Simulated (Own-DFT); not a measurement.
# Computed records: GaP (zincblende, strained, atoms displaced), GaN (wurtzite, strained, atoms displaced), GaAs (zincblende with one plane slipped along a stacking-fault path, atoms displaced)

All values are calculated (Own-DFT development build). A calculation, not a measurement: plane-wave PBE density functional theory by an unreviewed code, no spin, of a simulated periodic cell, stress positive in tension, free energy of the whole cell less one offset for each atom, forces on such cells passed a denser k mesh, this cell's mesh not checked; offsets are fitted by least squares, one for each functional and potential file, so energies compare only between cells with the same atoms and settings and are not formation energies; the far tail of each file's local potential was reset to the Coulomb form; each entry is a single point on an unrelaxed cell, so the pressure reflects the starting lattice, mostly measured values (interpolated for alloys), from which strain is counted, and rises with the displacements; printed positions are rounded, which can move forces by about a meV/angstrom; the program, named Own-DFT, is a retired in-house code; no spin-orbit coupling.

Settings shared by all entries: functional PBE.

(1) GaP (zincblende, strained, atoms displaced)

```
CELL_PARAMETERS angstrom
10.86200 0.00000 0.00000
0.00000 10.86200 0.00000
0.00000 0.00000 10.94390
ATOMIC_POSITIONS crystal
Ga 0.00879 0.00192 0.99444
Ga 0.98705 0.24650 0.25708
Ga 0.25365 0.01191 0.26440
Ga 0.25536 0.24825 0.00842
P 0.12865 0.12477 0.13609
P 0.11364 0.35653 0.37705
P 0.38354 0.12760 0.37634
P 0.38463 0.36956 0.11186
Ga 0.99669 0.00129 0.48728
Ga 0.00158 0.25838 0.75429
Ga 0.24444 0.00423 0.75156
Ga 0.23915 0.24325 0.50313
P 0.13287 0.11806 0.61622
P 0.13068 0.38465 0.87147
P 0.36365 0.13137 0.87337
P 0.37366 0.36731 0.62996
Ga 0.99727 0.50227 0.99105
Ga 0.99652 0.75633 0.23937
Ga 0.24294 0.50343 0.25057
Ga 0.25601 0.75010 0.99877
P 0.12813 0.61360 0.12989
P 0.12262 0.85503 0.37959
P 0.37509 0.61665 0.38823
P 0.37798 0.88091 0.12009
Ga 0.00040 0.49161 0.49958
Ga 0.99119 0.74921 0.75053
Ga 0.25412 0.48609 0.76171
Ga 0.24995 0.73735 0.50270
P 0.12073 0.61715 0.63158
P 0.11840 0.88390 0.87701
P 0.37675 0.62738 0.87901
P 0.38319 0.87696 0.63495
Ga 0.48846 0.00062 0.99910
Ga 0.50284 0.24211 0.23805
Ga 0.75069 0.99452 0.25269
Ga 0.74291 0.25292 0.99374
P 0.63344 0.12603 0.11116
P 0.62311 0.37530 0.37165
P 0.87713 0.13603 0.37522
P 0.88906 0.37422 0.12660
Ga 0.49864 0.00760 0.49752
Ga 0.49485 0.26613 0.74481
Ga 0.74519 0.00829 0.74951
Ga 0.75768 0.25588 0.49959
P 0.62172 0.13289 0.61551
P 0.62619 0.38159 0.87082
P 0.87256 0.14257 0.86682
P 0.87295 0.39078 0.62901
Ga 0.50634 0.50380 0.00563
Ga 0.50712 0.75333 0.24832
Ga 0.73887 0.49145 0.25082
Ga 0.74400 0.74618 0.99855
P 0.63343 0.61938 0.11683
P 0.61398 0.88647 0.37610
P 0.89349 0.61364 0.36866
P 0.87296 0.88077 0.12547
Ga 0.49295 0.50667 0.50529
Ga 0.50089 0.75453 0.74850
Ga 0.75701 0.49476 0.74426
Ga 0.74621 0.75157 0.49892
P 0.62431 0.62059 0.61050
P 0.62430 0.87770 0.86497
P 0.87001 0.60817 0.88163
P 0.88389 0.87377 0.61247
```

- potential files: PseudoDojo norm-conserving, scalar-relativistic, standard set
- wave cutoff: 42 hartree
- occupations: Fermi-Dirac
- smearing width: 0.1 eV
- k mesh: 3 x 3 x 3 centred on Gamma
- free energy of cell above offsets: -29.243 eV
- pressure: 4.48 GPa
- stress xx: -4.76 GPa
- stress yy: -4.41 GPa
- stress zz: -4.28 GPa
- stress yz: 1.24 GPa
- stress xz: 0.01 GPa
- stress xy: -0.16 GPa

Force:
```
element  x (eV/Å)  y (eV/Å)  z (eV/Å)
     Ga    -1.517     1.622     1.254
     Ga     1.667     0.367    -2.036
     Ga    -0.474    -1.944    -0.452
     Ga    -1.399     0.102    -0.584
      P    -0.679     0.289    -0.529
      P     1.361     1.625      0.04
      P      -0.7     1.075     0.026
      P    -0.489     0.998     1.861
     Ga      1.02    -0.341     0.265
     Ga     0.678     0.161     -1.29
     Ga     0.585    -0.595    -0.085
     Ga     1.738     0.871    -0.871
      P    -2.211    -0.312     1.169
      P    -1.435    -2.372     2.194
      P     1.206    -0.201    -0.332
      P    -1.476     1.675    -2.011
     Ga     1.562    -1.027     1.625
     Ga     0.555    -1.223     0.436
     Ga     1.338     -1.97      1.18
     Ga    -0.947     0.187     0.507
      P    -1.022     2.109     -1.86
      P     0.516     1.915    -0.694
      P    -0.559     1.072    -2.643
      P    -0.887    -0.793     1.581
     Ga     0.774     0.532     0.084
     Ga     0.392    -0.345     0.278
     Ga     1.236     2.386    -1.857
     Ga    -0.112     0.696     1.337
      P       0.7    -0.111     0.211
      P     1.004    -2.103    -1.001
      P     0.504    -0.446    -0.665
      P    -1.532     0.531    -1.493
     Ga     1.243     0.796    -1.173
     Ga     0.481     0.463     0.338
     Ga    -0.296     1.202    -0.026
     Ga     1.329     1.045     0.199
      P    -0.827    -1.272     1.087
      P    -0.993    -0.762     0.777
      P    -1.692    -2.304     0.665
      P    -1.954     0.125     -0.76
     Ga    -0.325    -0.443     1.225
     Ga     1.487    -2.191     1.513
     Ga     0.776    -0.057    -1.035
     Ga    -0.737     0.588     0.385
      P     0.379     0.214     0.948
      P    -0.389     0.042    -0.063
      P     0.192    -1.721     0.786
      P     1.457    -2.834    -1.427
     Ga    -0.585     -0.21    -1.296
     Ga    -0.645    -0.615    -0.259
     Ga     2.212     0.665    -0.384
     Ga     0.806     0.991    -0.707
      P    -0.624     0.715     1.866
      P      1.34    -1.219    -0.202
      P     -2.28      1.09    -0.375
      P     0.056    -0.317    -1.154
     Ga      0.55    -2.365     0.093
     Ga     0.522    -1.437    -0.006
     Ga     -2.28      1.61     0.984
     Ga     0.872    -0.163    -1.083
      P     0.588     0.758     2.182
      P     0.182      0.02     1.319
      P    -0.736     2.708    -1.242
      P    -1.509     0.447     1.178
```

(2) GaN (wurtzite, strained, atoms displaced)

```
CELL_PARAMETERS angstrom
12.75600 0.00000 0.00000
-4.78350 8.28530 0.00000
0.00000 0.00000 10.31820
ATOMIC_POSITIONS crystal
Ga 0.07322 0.21331 0.99983
Ga 0.15803 0.10719 0.24428
N 0.08250 0.20795 0.18734
N 0.16707 0.10383 0.43802
Ga 0.08803 0.22230 0.49781
Ga 0.17047 0.10724 0.74640
N 0.09063 0.23988 0.68037
N 0.17236 0.12123 0.93180
Ga 0.08079 0.55911 0.99481
Ga 0.16282 0.44678 0.25088
N 0.08896 0.55877 0.18925
N 0.16322 0.43786 0.44098
Ga 0.08114 0.54761 0.49670
Ga 0.17244 0.44869 0.74575
N 0.08160 0.55216 0.68872
N 0.16339 0.43895 0.94588
Ga 0.08557 0.89615 0.99570
Ga 0.16592 0.78373 0.24852
N 0.07200 0.87382 0.19741
N 0.16678 0.77420 0.44762
Ga 0.07943 0.87879 0.49689
Ga 0.16083 0.77814 0.74916
N 0.07702 0.88160 0.70011
N 0.16628 0.77164 0.94519
Ga 0.33203 0.22726 0.99873
Ga 0.41837 0.11403 0.24233
N 0.33549 0.22684 0.18714
N 0.41001 0.11176 0.43440
Ga 0.32792 0.21798 0.50567
Ga 0.42100 0.11225 0.76015
N 0.34284 0.22844 0.68798
N 0.41567 0.10089 0.94069
Ga 0.33014 0.55084 0.00906
Ga 0.41990 0.44835 0.24216
N 0.34272 0.56175 0.19080
N 0.41237 0.44288 0.43754
Ga 0.33515 0.56039 0.49907
Ga 0.41499 0.44368 0.75363
N 0.32353 0.54608 0.68997
N 0.42013 0.44962 0.94107
Ga 0.32334 0.88698 0.99668
Ga 0.41391 0.77246 0.25308
N 0.33117 0.88513 0.18924
N 0.41200 0.77693 0.43816
Ga 0.34221 0.89557 0.49809
Ga 0.42212 0.76818 0.74863
N 0.33488 0.88977 0.68693
N 0.42087 0.77547 0.94287
Ga 0.58375 0.22746 0.00129
Ga 0.66575 0.09600 0.25585
N 0.58897 0.23055 0.19298
N 0.66196 0.11337 0.44604
Ga 0.58546 0.22594 0.49986
Ga 0.66746 0.11449 0.75263
N 0.58769 0.22342 0.69238
N 0.67343 0.11283 0.93655
Ga 0.57930 0.55366 0.99787
Ga 0.67117 0.44033 0.25015
N 0.58574 0.54925 0.19179
N 0.66685 0.45825 0.43808
Ga 0.58271 0.55149 0.50048
Ga 0.65975 0.44379 0.74940
N 0.57838 0.55544 0.68934
N 0.66633 0.43635 0.94042
Ga 0.58536 0.88571 0.99842
Ga 0.67098 0.77593 0.25416
N 0.58549 0.88609 0.18316
N 0.66637 0.77473 0.43039
Ga 0.58496 0.88579 0.49518
Ga 0.66109 0.77354 0.75785
N 0.58353 0.89584 0.69432
N 0.67865 0.78417 0.93663
Ga 0.82779 0.21968 0.99390
Ga 0.92330 0.11181 0.25024
N 0.83272 0.22336 0.18042
N 0.91092 0.10280 0.44421
Ga 0.82810 0.22353 0.49891
Ga 0.92263 0.12451 0.74961
N 0.83410 0.22194 0.68967
N 0.91421 0.11817 0.93860
Ga 0.83443 0.55244 0.99706
Ga 0.92332 0.45507 0.25183
N 0.83325 0.55695 0.17940
N 0.91828 0.45112 0.44399
Ga 0.83152 0.55125 0.49201
Ga 0.91429 0.44153 0.75331
N 0.83241 0.55847 0.69092
N 0.92258 0.45583 0.93809
Ga 0.83460 0.89000 0.00511
Ga 0.91131 0.77657 0.25744
N 0.83394 0.88738 0.18859
N 0.92345 0.77991 0.43701
Ga 0.83024 0.89143 0.49660
Ga 0.91220 0.77648 0.74803
N 0.83946 0.90002 0.68148
N 0.92463 0.78825 0.93325
```

* potential files: PseudoDojo norm-conserving, scalar-relativistic, standard set with the stringent files for Ga
* wave cutoff: 96 hartree
* occupations: Gaussian
* smearing width: 0.01 eV
* k mesh: 3 x 4 x 3 centred on Gamma
* free energy of cell above offsets: -4.625 eV
* pressure: 7.87 GPa
* stress xx: -8.16 GPa
* stress yy: -7.02 GPa
* stress zz: -8.42 GPa
* stress yz: -0.36 GPa
* stress xz: -0.65 GPa
* stress xy: -0.54 GPa

Force:
```
element  x (eV/Å)  y (eV/Å)  z (eV/Å)
     Ga     1.058     1.191    -0.404
     Ga       3.5    -1.254      1.56
      N    -1.928     2.597    -0.613
      N    -0.878     0.083    -0.104
     Ga    -0.534    -1.119    -0.051
     Ga    -0.858     0.796     -0.59
      N     0.506    -2.477     1.187
      N      -0.6    -0.823     0.842
     Ga      1.54    -1.188     1.144
     Ga     1.723    -0.654    -0.013
      N    -0.991     0.121    -0.309
      N     0.409     0.788    -1.163
     Ga     0.324     1.232     1.319
     Ga    -2.825    -0.499     2.024
      N    -0.163     0.291     0.183
      N     0.139     0.368    -0.607
     Ga      0.25    -0.515     0.733
     Ga     0.824    -0.586     1.266
      N     0.501     1.985    -1.878
      N     0.527    -0.053     -1.21
     Ga     1.138     1.093     1.269
     Ga     1.915    -0.779    -0.164
      N     0.213     1.342    -1.885
      N     -1.57     1.231    -1.466
     Ga     0.918    -0.353     0.327
     Ga    -0.094    -0.183     0.789
      N    -0.762     -0.81    -0.436
      N     1.494     0.597     0.093
     Ga     0.611     0.612    -1.333
     Ga     0.036    -0.782    -1.975
      N    -0.582    -0.911     1.055
      N    -0.611     1.756     0.818
     Ga    -0.446     0.724    -1.341
     Ga     0.476      -0.7     1.693
      N    -1.691    -1.183     0.362
      N     0.499     0.216     0.072
     Ga    -0.135    -1.217     0.121
     Ga    -0.546     0.029    -0.442
      N      3.35     1.997    -1.006
      N    -0.742    -0.601     -0.42
     Ga     2.845      -0.5     0.993
     Ga     0.135     1.327    -0.934
      N     0.146      0.57    -0.244
      N     1.683     0.178     0.053
     Ga     -1.99    -0.024     0.792
     Ga     -2.23     0.678     0.833
      N      0.13    -0.164      0.87
      N    -0.886    -0.337    -0.589
     Ga     0.808    -1.769     0.662
     Ga    -0.348     1.907    -1.058
      N     0.319    -2.369    -0.561
      N     0.984    -0.819    -1.096
     Ga     -1.99     0.223      0.29
     Ga     0.585    -0.027    -0.232
      N    -0.976     0.262      -0.7
      N    -2.433    -0.864     0.218
     Ga     1.936     0.763     1.044
     Ga    -0.541     1.158    -0.131
      N    -0.102     0.938    -0.877
      N     1.792     -1.97    -0.259
     Ga    -2.049     0.624     0.009
     Ga     1.399     0.308     0.204
      N     0.162     0.364     0.009
      N    -0.863     1.711    -0.779
     Ga    -0.102     0.563    -0.244
     Ga    -0.696    -0.559    -2.371
      N    -0.174    -0.597     1.352
      N    -0.407     0.074     2.259
     Ga    -0.573    -0.001     1.198
     Ga      1.14     1.409    -1.923
      N     1.085    -1.055    -1.407
      N    -1.492    -1.367     0.986
     Ga     1.153     1.726     1.096
     Ga    -2.045    -0.158     0.394
      N     0.603     0.068     1.864
      N     0.102     2.322    -1.526
     Ga     1.287    -0.005     0.536
     Ga      0.73    -1.035    -0.565
      N    -0.768     0.391    -0.398
      N     0.605    -1.177     -0.36
     Ga    -0.596     1.284    -0.502
     Ga    -0.496    -1.094    -0.823
      N     0.438     0.113     1.877
      N    -0.024     -1.55    -1.362
     Ga    -0.559     1.447     1.951
     Ga     0.021     0.779    -0.949
      N    -0.379    -0.952    -0.715
      N    -0.688    -1.758    -0.123
     Ga     1.122     0.445    -0.948
     Ga      0.26     -0.75    -1.432
      N    -0.144     0.428     0.508
      N    -2.311    -0.999     0.736
     Ga     1.007    -1.227     0.861
     Ga    -0.655     0.412     -0.08
      N     -0.84    -0.817     1.111
      N    -1.117    -0.892     1.033
```

(3) GaAs (zincblende with one plane slipped along a stacking-fault path, atoms displaced)

```
CELL_PARAMETERS angstrom
5.65330 -5.65330 0.00000
0.00000 5.65330 -5.65330
12.06040 12.06040 9.79910
ATOMIC_POSITIONS crystal
Ga 0.99787 0.00144 0.00155
As 0.99285 0.97495 0.12540
Ga 0.13983 0.28637 0.16741
As 0.11614 0.25175 0.29567
Ga 0.28823 0.07944 0.33206
As 0.27231 0.03961 0.46203
Ga 0.06727 0.13609 0.50003
As 0.04583 0.09608 0.62322
Ga 0.20992 0.40874 0.66800
As 0.19057 0.38901 0.79326
Ga 0.35338 0.21495 0.83182
As 0.34562 0.18700 0.95871
Ga 0.00025 0.49320 0.00034
As 0.98015 0.46423 0.12543
Ga 0.13895 0.78595 0.16683
As 0.12272 0.75423 0.29300
Ga 0.28587 0.57958 0.33185
As 0.27726 0.54337 0.45922
Ga 0.06388 0.63468 0.50107
As 0.05600 0.60412 0.62457
Ga 0.21502 0.93164 0.66613
As 0.19649 0.89168 0.79143
Ga 0.35305 0.70147 0.83163
As 0.33370 0.67583 0.95693
Ga 0.49761 0.00258 0.00224
As 0.49034 0.97177 0.12350
Ga 0.64544 0.29685 0.16577
As 0.62344 0.25889 0.28895
Ga 0.79174 0.07973 0.33107
As 0.77751 0.04423 0.45840
Ga 0.56663 0.13583 0.49823
As 0.54405 0.09655 0.62265
Ga 0.71275 0.42261 0.66523
As 0.69524 0.38910 0.79045
Ga 0.86211 0.21526 0.83084
As 0.83882 0.17295 0.95926
Ga 0.50047 0.50169 0.00048
As 0.48308 0.46701 0.12665
Ga 0.64765 0.79226 0.16630
As 0.62889 0.75713 0.29257
Ga 0.78479 0.57829 0.33192
As 0.77537 0.54549 0.45830
Ga 0.56394 0.63138 0.49781
As 0.55690 0.60690 0.62431
Ga 0.71004 0.91871 0.66725
As 0.69059 0.88599 0.79534
Ga 0.85620 0.71269 0.83478
As 0.83930 0.67342 0.95749
```

* potential files: PseudoDojo norm-conserving, scalar-relativistic, standard set
* wave cutoff: 42 hartree
* occupations: Fermi-Dirac
* smearing width: 0.1 eV
* hardware: one NVIDIA H100
* k mesh: 4 x 4 x 2 centred on Gamma
* free energy of cell above offsets: -16.504 eV
* pressure: 4.45 GPa
* stress xx: -6.06 GPa
* stress yy: -5.01 GPa
* stress zz: -2.28 GPa
* stress yz: 0.01 GPa
* stress xz: 0.21 GPa
* stress xy: 0.8 GPa
* wall time: 765.4 s

Force:
```
element  x (eV/Å)  y (eV/Å)  z (eV/Å)
     Ga     0.125    -0.748    -0.011
     As    -0.535    -0.012     0.543
     Ga      0.61     0.404    -0.092
     As     0.378    -1.118    -0.979
     Ga     0.223     0.431     0.385
     As    -2.536     -1.49     0.844
     Ga     1.769     0.978    -1.379
     As     0.181     0.286     0.147
     Ga     0.058      0.23    -0.844
     As    -0.195    -0.896    -0.166
     Ga      0.51    -0.145     0.338
     As    -0.605     -0.11     0.394
     Ga    -0.142     0.167    -0.093
     As     0.122    -0.098    -0.248
     Ga     0.532    -0.306    -0.163
     As    -0.113    -0.217    -0.348
     Ga     0.378      0.11     0.234
     As    -2.927    -0.512     0.977
     Ga     2.112     0.535    -1.122
     As     0.292     0.129     0.473
     Ga    -0.207    -0.052     0.538
     As    -0.059    -0.068     0.153
     Ga     0.262      0.89    -0.483
     As     0.469     0.057    -0.131
     Ga    -0.444    -0.634    -0.253
     As     0.026     0.735     0.611
     Ga    -0.163    -0.328     0.332
     As     0.392    -0.134     0.375
     Ga    -0.475     1.063     0.539
     As    -2.327    -0.943     0.998
     Ga     2.197     0.715    -1.183
     As       0.8    -0.074    -0.158
     Ga      0.04    -0.164    -0.072
     As     0.037     0.165    -0.087
     Ga     -0.29     0.825     0.736
     As    -0.525     0.052    -0.319
     Ga     0.111     0.246    -0.242
     As    -0.359     0.217     -0.37
     Ga     0.196    -0.055    -0.003
     As    -0.531     -0.01    -0.197
     Ga     0.263      0.06     0.326
     As    -2.094    -1.316     1.083
     Ga     2.636     1.114    -1.071
     As     -0.51    -0.117     0.587
     Ga     0.149     0.632    -0.092
     As    -0.162    -0.527    -0.519
     Ga    -0.185    -0.428    -0.096
     As     0.516     0.459     0.107
```
